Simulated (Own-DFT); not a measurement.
AlN (wurtzite, strained, atoms displaced) (calculated)

All values are calculated (Own-DFT development build). A calculation, not a measurement: plane-wave PBE density functional theory by an unreviewed code, no spin, of a simulated periodic cell, stress positive in tension, free energy of the whole cell less one offset for each atom, forces on such cells passed a denser k mesh, this cell's mesh not checked; offsets are fitted by least squares, one for each functional and potential file, so energies compare only between cells with the same atoms and settings and are not formation energies; the far tail of each file's local potential was reset to the Coulomb form; each entry is a single point on an unrelaxed cell, so the pressure reflects the starting lattice, mostly measured values (interpolated for alloys), from which strain is counted, and rises with the displacements; printed positions are rounded, which can move forces by about a meV/angstrom; the program, named Own-DFT, is a retired in-house code; no spin-orbit coupling.

Settings shared by all entries: functional PBE; potential files PseudoDojo norm-conserving, scalar-relativistic, standard set; wave cutoff 42 hartree; occupations Fermi-Dirac; smearing width 0.1 eV; k mesh 2 x 2 x 2 centred on Gamma.

(1) 
```xyz
128
Lattice="12.2979 0.0312 0.0077 -6.1219 10.8984 -0.0867 0.0061 -0.0766 9.7781" Properties=species:S:1:pos:R:3:force_x:R:1:force_y:R:1:force_z:R:1 formula=AlN free_energy_of_cell_above_offsets=-52.009 pressure=9.49 stress_xx=-11.57 stress_yy=-3.94 stress_zz=-12.95 stress_yz=-1.82 stress_xz=-0.24 stress_xy=1.41
Al     0.0658     1.7201     9.7225     -1.705      1.918      1.244
Al     1.4837     0.9413     2.3527      1.972     -2.747      2.075
N      0.1184     1.8675     1.8926     -3.474     -1.645     -1.966
N      1.4929     0.7887     4.2654      1.576      0.843      0.067
Al     0.0679     1.7814     4.9445     -0.814     -0.264      -6.03
Al     1.4399     0.9452     7.2342      2.774     -2.223      0.997
N      0.0508     1.7705     6.5878     -2.772       0.65      5.873
N      1.5029     0.9339     9.1278      1.872     -1.928      0.484
Al    -1.5240     4.4978     9.7354      -0.94      0.231      0.528
Al     0.0425     3.5055     2.4323     -1.586      3.414      0.853
N     -1.5766     4.5395     1.9173      2.684     -0.109     -1.598
N     -0.0448     3.5947     4.3312      1.651     -0.921      -0.92
Al    -1.5058     4.5096     4.8604     -0.994       0.48     -1.497
Al     0.0136     3.5157     7.2612      0.347      1.514      -0.22
N     -1.4959     4.5430     6.6581     -0.533     -0.295      1.662
N     -0.0858     3.5527     9.1455      1.661     -0.382      0.098
Al    -3.1242     7.1513     9.6425      1.271      1.335      0.971
Al    -1.5104     6.3352     2.3625     -0.244     -0.329     -0.378
N     -3.0544     7.2196     1.7882      0.058      1.285       -0.1
N     -1.5255     6.3245     4.1927      0.176      0.152      1.685
Al    -3.1170     7.1832     4.7675      1.401      0.629      1.501
Al    -1.5273     6.4111     7.2100      0.531     -2.196       1.09
N     -3.0179     7.2532     6.7835     -2.209     -0.257     -1.434
N     -1.5355     6.3134     9.1192     -0.101     -0.517      0.203
Al    -4.6387     9.9415     9.6377      0.296      0.612      0.579
Al    -3.0935     9.0239     2.4393      0.596      0.426     -2.881
N     -4.6485     9.9495     1.7853      1.559      1.377     -0.518
N     -3.0725     9.0147     4.2105      1.412     -0.323      1.462
Al    -4.5387     9.8792     4.7785     -1.902      1.354      0.413
Al    -3.0957     9.0230     7.2916      0.159      0.527     -0.425
N     -4.6225     9.9438     6.6594      0.892      0.718      0.262
N     -3.0905     9.0493     9.1593     -0.369     -0.947     -0.108
Al     3.0896     1.8625     0.0354     -0.118     -0.167     -2.599
Al     4.5361     0.8993     2.3844      2.087      0.229      0.391
N      3.0307     1.8793     1.8867      0.552     -1.049     -0.562
N      4.6891     0.9139     4.3377     -1.065     -0.071     -0.982
Al     3.1431     1.8472     4.8307     -1.626     -1.943      1.267
Al     4.6055     0.7032     7.2697     -0.173      3.272      0.521
N      3.0274     1.7653     6.8040      1.645      0.549     -1.842
N      4.5999     0.8030     9.1301      0.171      0.776       1.47
Al     1.4439     4.6219     0.0475      0.652     -1.352     -3.404
Al     3.0667     3.6342     2.3605      0.121      1.225      0.248
N      1.4738     4.5314     1.8023      1.126     -0.013      1.978
N      3.0790     3.5551     4.2259      0.236      0.979      0.051
Al     1.5496     4.4846     4.8040     -0.236      0.014      0.302
Al     3.1655     3.6466     7.3065     -1.165     -1.109     -1.107
N      1.5985     4.4675     6.6436     -0.674       0.21      1.271
N      3.1125     3.5428     9.0797     -0.373      0.733      3.544
Al    -0.0295     7.2437     9.6845        0.5     -0.633      0.299
Al     1.5360     6.3494     2.3772      0.946     -0.676      1.001
N      0.0553     7.1973     1.8088     -1.101      1.413       -0.2
N      1.6605     6.2554     4.2909     -1.844      0.832     -0.825
Al     0.0195     7.2292     4.8168      0.504     -0.142     -0.184
Al     1.4383     6.2900     7.2685      3.339     -0.997     -0.577
N      0.0357     7.2087     6.7206     -0.922      1.309     -1.062
N      1.5327     6.2529     9.1046     -0.655      0.682      1.211
Al    -1.6236    10.0516    -0.0492      1.342     -0.556      -0.11
Al     0.0615     9.0386     2.3486     -0.441      0.115      0.395
N     -1.4791     9.9927     1.8346     -1.403     -0.282      0.297
N      0.0632     9.0866     4.3276     -2.137     -1.777     -1.714
Al    -1.4852    10.0396     4.7642     -0.644     -1.595      0.467
Al     0.0596     8.9946     7.3226     -0.541      0.605     -0.883
N     -1.5277     9.8879     6.6761      0.526     -0.658     -0.732
N     -0.0699     9.0109     9.1526      1.125      0.772      0.454
Al     6.2161     1.7773     9.7053      -3.37      1.441     -0.238
Al     7.7513     0.9851     2.4532     -1.189     -1.271     -0.892
N      6.1772     1.8274     1.7393     -1.138      0.634      3.092
N      7.7011     0.8970     4.3347      0.267     -0.248     -0.001
Al     6.1874     1.8259     4.8235      0.277      0.229      1.681
Al     7.7218     0.8678     7.2695     -0.752      0.482      1.749
N      6.2393     1.8826     6.8208      -1.29     -1.654     -1.208
N      7.6653     0.9830     9.3487      3.338     -3.434     -3.069
Al     4.6303     4.5226     0.0043     -0.042      0.899     -1.307
Al     6.1067     3.6612     2.4419      2.779     -0.754     -0.132
N      4.6731     4.5766     1.8526     -1.533     -0.015       0.33
N      6.1472     3.6351     4.4131     -0.655     -0.679     -1.883
Al     4.5645     4.4719     4.9000      0.576      2.026     -1.013
Al     6.1822     3.6681     7.2943     -0.217     -0.932      0.643
N      4.6658     4.5773     6.7137     -0.205     -0.736      0.695
N      6.2420     3.6266     9.2064     -2.067     -0.527     -0.825
Al     3.0462     7.2411    -0.0295     -0.521      1.315     -0.517
Al     4.7535     6.3560     2.4406     -2.163      0.538      0.413
N      3.0558     7.2698     1.8514      0.986     -0.644     -0.256
N      4.6962     6.4459     4.3440      -1.22     -2.544     -1.227
Al     3.1042     7.2842     4.8096      0.335     -0.378      0.912
Al     4.6713     6.3223     7.3015      -1.41      1.432     -0.384
N      3.0751     7.2845     6.7135     -0.201     -0.904      0.035
N      4.5406     6.3308     9.1886      2.082     -1.365     -0.142
Al     1.5815    10.0857    -0.0685     -0.717     -0.512     -0.664
Al     3.1120     9.0476     2.3806     -0.949      0.546     -0.069
N      1.5093     9.9859     1.7641      1.482      0.621      1.013
N      3.0295     9.0458     4.2525      0.618      0.949      0.076
Al     1.4823     9.9490     4.8237      2.729      1.429      0.352
Al     3.0668     9.0857     7.1910      2.241     -1.648      0.819
N      1.6138     9.9683     6.7429     -2.402      0.817     -0.814
N      3.1347     9.0275     9.0782     -1.757     -0.254      0.645
Al     9.2496     1.8735     0.0153      0.476      0.231     -1.109
Al    10.7460     0.8939     2.4827       0.81      0.167     -0.066
N      9.2717     1.8196     1.8145      0.407      0.474       1.86
N     10.7603     0.8567     4.4047      0.285       1.38     -1.356
Al     9.2454     1.8245     4.9308      0.135      -0.61     -0.921
Al    10.7346     0.8421     7.2947      1.606     -0.285      0.571
N      9.2531     1.7413     6.7835     -0.144      1.527     -0.021
N     10.8533     0.8557     9.2518     -1.535     -0.307     -1.185
Al     7.7112     4.5032     9.6846      0.817     -0.223      2.626
Al     9.2776     3.6601     2.3973     -0.874     -0.977      0.326
N      7.8298     4.6031     1.8792     -3.033      0.357     -0.449
N      9.2504     3.5596     4.2613     -0.256      0.404      1.397
Al     7.6916     4.4227     4.9321      0.925      1.891     -2.203
Al     9.2243     3.6210     7.2431      1.499      -0.55      1.592
N      7.7342     4.5123     6.7227     -0.329      0.362      1.087
N      9.2244     3.5900     9.2442      0.795     -0.085     -1.783
Al     6.1409     7.2399     9.7020     -0.325      -0.44      0.164
Al     7.7162     6.4575     2.4385     -0.252     -1.995     -0.392
N      6.1390     7.3403     1.8135      1.265     -0.842     -0.386
N      7.6896     6.3168     4.3221     -0.282     -0.629     -0.427
Al     6.1886     7.2800     4.8816      0.424     -0.435     -0.117
Al     7.6796     6.2524     7.4032      0.663      1.525     -3.373
N      6.2082     7.2183     6.6906      0.167      0.257      2.103
N      7.6975     6.2469     9.1581     -1.053      0.844      1.258
Al     4.5302    10.0297    -0.0690      2.223     -0.076      -0.22
Al     6.2162     9.0741     2.3799     -1.843      0.526      0.548
N      4.6035     9.9952     1.7883      0.606       0.21      0.759
N      6.1449     9.0038     4.2905      0.661      1.237     -0.906
Al     4.6300    10.0191     4.7962     -0.149     -1.755     -0.303
Al     6.1990     9.0821     7.2573     -0.714     -1.147     -0.117
N      4.6704     9.9528     6.6282     -0.604      0.432      1.217
N      6.2034     8.9975     9.1418     -1.281        0.6     -0.347
```

Units: free_energy_of_cell_above_offsets in eV; pressure, stress_xx, stress_yy, stress_zz, stress_yz, stress_xz, stress_xy in GPa; force_x, force_y, force_z in eV/Å.

(2) 
```xyz
128
Lattice="12.6882 -0.0576 -0.0436 -6.3940 10.7687 -0.0859 -0.0349 -0.0995 9.8185" Properties=species:S:1:pos:R:3:force_x:R:1:force_y:R:1:force_z:R:1 formula=AlN free_energy_of_cell_above_offsets=-52.999 pressure=5.49 stress_xx=3.13 stress_yy=-7 stress_zz=-12.6 stress_yz=-2.5 stress_xz=-1.52 stress_xy=-2.13
Al    -0.0349     1.8789     0.0686      0.918     -1.188     -2.036
Al     1.5669     0.8030     2.4232      0.346      0.875       0.02
N      0.0635     1.7944     1.8557     -1.233     -0.313      1.105
N      1.5680     0.8358     4.2850     -0.122      0.253      0.241
Al     0.0079     1.6862     4.9262     -0.598      0.003     -2.718
Al     1.5026     0.8503     7.4046       0.61     -0.291      -1.15
N      0.0475     1.7676     6.6658     -1.638     -0.094      3.666
N      1.6345     0.8071     9.2153     -1.599      -0.01      1.381
Al    -1.6682     4.4225     9.6908      0.582     -1.674       1.68
Al    -0.0570     3.6058     2.3473       0.63     -1.019       1.89
N     -1.5879     4.4561     1.8796     -1.475     -0.055     -1.591
N     -0.0396     3.4606     4.3668     -0.165      1.072      -1.34
Al    -1.5562     4.4695     4.8149     -0.926     -1.633      0.186
Al    -0.0669     3.5496     7.3866     -0.165     -0.738     -1.853
N     -1.6790     4.3741     6.7296      0.334     -0.096      0.523
N     -0.0247     3.5622     9.1953     -0.846     -0.694          1
Al    -3.1846     7.0275     9.7108     -0.269      1.158      0.406
Al    -1.6080     6.2611     2.3626     -0.663      0.358      0.289
N     -3.2132     7.1705     1.7649      0.053     -1.378      0.952
N     -1.6513     6.2195     4.2768      0.946      0.675     -0.224
Al    -3.1978     7.0829     4.8815        0.1      0.833     -1.531
Al    -1.7315     6.1362     7.2955      2.101      0.701      0.312
N     -3.1311     7.0945     6.6769     -2.194     -0.411      1.264
N     -1.5595     6.1348     9.2165     -1.836      0.666     -1.231
Al    -4.8254     9.7249     9.7232      0.681      0.052     -0.106
Al    -3.2188     8.9188     2.4036        0.2     -0.011     -0.284
N     -4.7839     9.7814     1.9151     -0.413      0.363     -2.321
N     -3.2724     8.8813     4.2695      0.655      0.177      0.586
Al    -4.9012     9.8167     4.8149      1.064     -0.037      0.328
Al    -3.1968     8.8639     7.2770     -1.401      0.813     -0.784
N     -4.8455     9.8622     6.7431     -0.122     -1.739     -0.474
N     -3.2153     8.8124     9.0773      -0.14      0.621       2.08
Al     3.1384     1.8225     0.0271      1.187      -1.11     -2.683
Al     4.7268     0.8557     2.4801      0.059     -0.341     -0.539
N      3.1510     1.7127     1.7662      0.351      0.707      3.258
N      4.7662     0.8093     4.3580     -0.087       0.83     -0.021
Al     3.0773     1.8091     4.8766      0.822     -1.141     -1.483
Al     4.6632     0.8464     7.3089     -0.426      -0.98     -0.525
N      3.0591     1.7192     6.6708       0.83      0.239      1.971
N      4.8083     0.8092     9.1370     -1.426     -0.039      1.702
Al     1.5530     4.4168     9.7161      0.403     -0.088      0.762
Al     3.1457     3.6078     2.3319     -1.574     -1.291       1.11
N      1.4708     4.4771     1.8590      1.799     -0.405     -1.196
N      3.1091     3.6026     4.2568      0.146     -0.344      0.405
Al     1.4629     4.3398     4.9707      0.998      0.833     -1.994
Al     3.1341     3.4836     7.3037     -0.236      0.431     -0.225
N      1.4894     4.3961     6.7949      0.773       -0.1      0.437
N      3.1448     3.4477     9.1727     -0.151      0.906      0.705
Al    -0.0732     7.0954     0.0503      2.323      1.571     -3.272
Al     1.6021     6.2140     2.4508     -1.144      0.951       -1.5
N     -0.0644     7.1840     1.7770      0.374     -1.593      3.263
N      1.5447     6.2201     4.2625     -0.602     -0.643      1.609
Al    -0.0352     7.0855     4.9039     -0.248      0.115      -1.25
Al     1.4996     6.1955     7.2456      0.716      0.339      1.558
N     -0.0678     7.0595     6.7390     -0.328      0.012      0.213
N      1.6261     6.1912     9.2460     -2.461     -0.438      -1.63
Al    -1.6194     9.8982    -0.0510      0.173     -0.929     -2.888
Al    -0.0462     8.8626     2.4662     -0.034      1.735     -2.213
N     -1.6754     9.8079     1.7072      0.642       0.41      3.254
N     -0.0699     8.9231     4.2819      0.829     -0.857      0.827
Al    -1.5976     9.7466     4.8435     -2.047      0.922      0.241
Al    -0.0391     8.9003     7.2307     -0.514     -0.052       1.27
N     -1.6991     9.7454     6.7458      1.689      0.853     -0.982
N     -0.0517     8.8179     9.1851     -0.521      0.296     -0.719
Al     6.3686     1.7118    -0.0242      0.133       1.04     -0.648
Al     7.8937     0.9045     2.3732      0.386     -2.028      0.561
N      6.3517     1.8092     1.8919      -0.66     -1.396     -0.603
N      7.9327     0.7064     4.3378     -0.635      3.841     -1.371
Al     6.4048     1.7664     4.8893     -1.402     -1.743     -0.294
Al     7.9394     0.7945     7.3310     -1.099     -0.203      0.049
N      6.2414     1.7009     6.8004      1.731     -1.839     -1.897
N      7.9314     0.7345     9.1903     -0.313      1.011      0.574
Al     4.7420     4.4398    -0.0099      0.955      0.099     -1.429
Al     6.3453     3.5233     2.4708     -0.393      1.053     -2.414
N      4.7082     4.4276     1.8785      1.159     -0.105     -0.666
N      6.2986     3.5297     4.2377      0.119      0.251      2.599
Al     4.7195     4.4313     4.9000     -0.767     -0.478     -2.038
Al     6.3310     3.3758     7.2454     -0.516      3.633      1.312
N      4.6874     4.4528     6.6837      0.729     -1.785      1.263
N      6.4012     3.4183     9.0977     -0.953      0.655      1.683
Al     3.1214     7.0729     9.6637      0.522      0.299      1.153
Al     4.6861     6.1950     2.4321       0.02      1.694      -1.66
N      3.0505     7.1753     1.7804      1.759     -1.307      0.292
N      4.7073     6.2242     4.2650      0.368     -0.814      0.527
Al     3.1292     7.0244     4.8539     -0.374      1.009     -0.651
Al     4.6789     6.2035     7.1883      0.265      0.399      1.754
N      3.1235     7.0615     6.6798     -0.904      0.109      0.766
N      4.6844     6.1475     9.1543      0.367     -0.282     -0.303
Al     1.4876     9.7491     9.6877      0.483     -1.374       0.63
Al     3.1375     8.9103     2.3911     -0.652      0.263     -0.665
N      1.5347     9.7775     1.7757     -0.139       0.98       0.67
N      3.1588     8.8075     4.2537     -1.882      0.618     -0.193
Al     1.5318     9.8369     4.8071      0.522     -3.301      0.028
Al     3.0256     8.8803     7.3071      2.046     -0.026     -1.922
N      1.5973     9.8143     6.6515     -1.987     -0.702      0.405
N      3.0902     8.8341     9.0706      0.196      0.777      2.565
Al     9.4174     1.7755     9.7300      1.134     -3.727      0.965
Al    11.0565     0.8739     2.3942      0.953     -0.297     -0.937
N      9.4846     1.7312     1.8500     -0.206       0.13     -1.154
N     11.0401     0.8052     4.2106      0.329      0.268      1.404
Al     9.4632     1.6532     4.8226      1.028      0.949     -0.004
Al    11.0584     0.8385     7.2806      1.564     -1.638      0.839
N      9.4851     1.5842     6.7468      -0.47      2.403     -0.543
N     11.1313     0.7245     9.2433     -0.959      1.957     -0.373
Al     7.9399     4.4064     9.6988     -1.584     -0.745      0.431
Al     9.4311     3.5007     2.3709      1.484      0.653     -0.009
N      7.9203     4.3986     1.8178     -0.722       0.08     -0.513
N      9.5678     3.4709     4.1799     -1.774      0.162      2.218
Al     7.8145     4.4435     4.8608      2.135     -1.434     -0.503
Al     9.4304     3.4839     7.2891      0.539     -0.746     -1.506
N      7.9211     4.4444     6.7330     -1.068     -2.032     -0.899
N      9.4259     3.4201     9.1179      0.939      2.237      0.417
Al     6.2366     7.0580     9.7069      0.888     -1.217      0.048
Al     7.8812     6.1422     2.4660      0.539      1.651     -3.274
N      6.3280     7.1438     1.7644      -0.51      -2.73      0.573
N      7.9298     6.1445     4.2340     -1.257      1.018      1.961
Al     6.2668     7.0791     4.7916       0.58      1.483     -0.375
Al     7.8274     6.1756     7.2044      0.651      1.688      1.173
N      6.2515     7.1658     6.6886      0.631     -3.745     -1.187
N      7.9249     6.1522     9.1297     -0.864      0.233     -0.655
Al     4.7173     9.8524    -0.0035     -0.155     -0.786     -3.178
Al     6.3047     8.8489     2.2790     -0.177      1.536      0.768
N      4.7047     9.7978     1.7692       0.07       0.12       1.43
N      6.2517     8.9041     4.1334     -0.545     -0.613      1.338
Al     4.5845     9.8098     4.6890      2.248     -0.671      1.878
Al     6.2239     8.7998     7.2578       0.24      4.048       0.18
N      4.6521     9.7612     6.7382      0.063      0.109     -1.393
N      6.2886     8.7783     9.1153     -0.543       1.27      1.069
```

Units: free_energy_of_cell_above_offsets in eV; pressure, stress_xx, stress_yy, stress_zz, stress_yz, stress_xz, stress_xy in GPa; force_x, force_y, force_z in eV/Å.
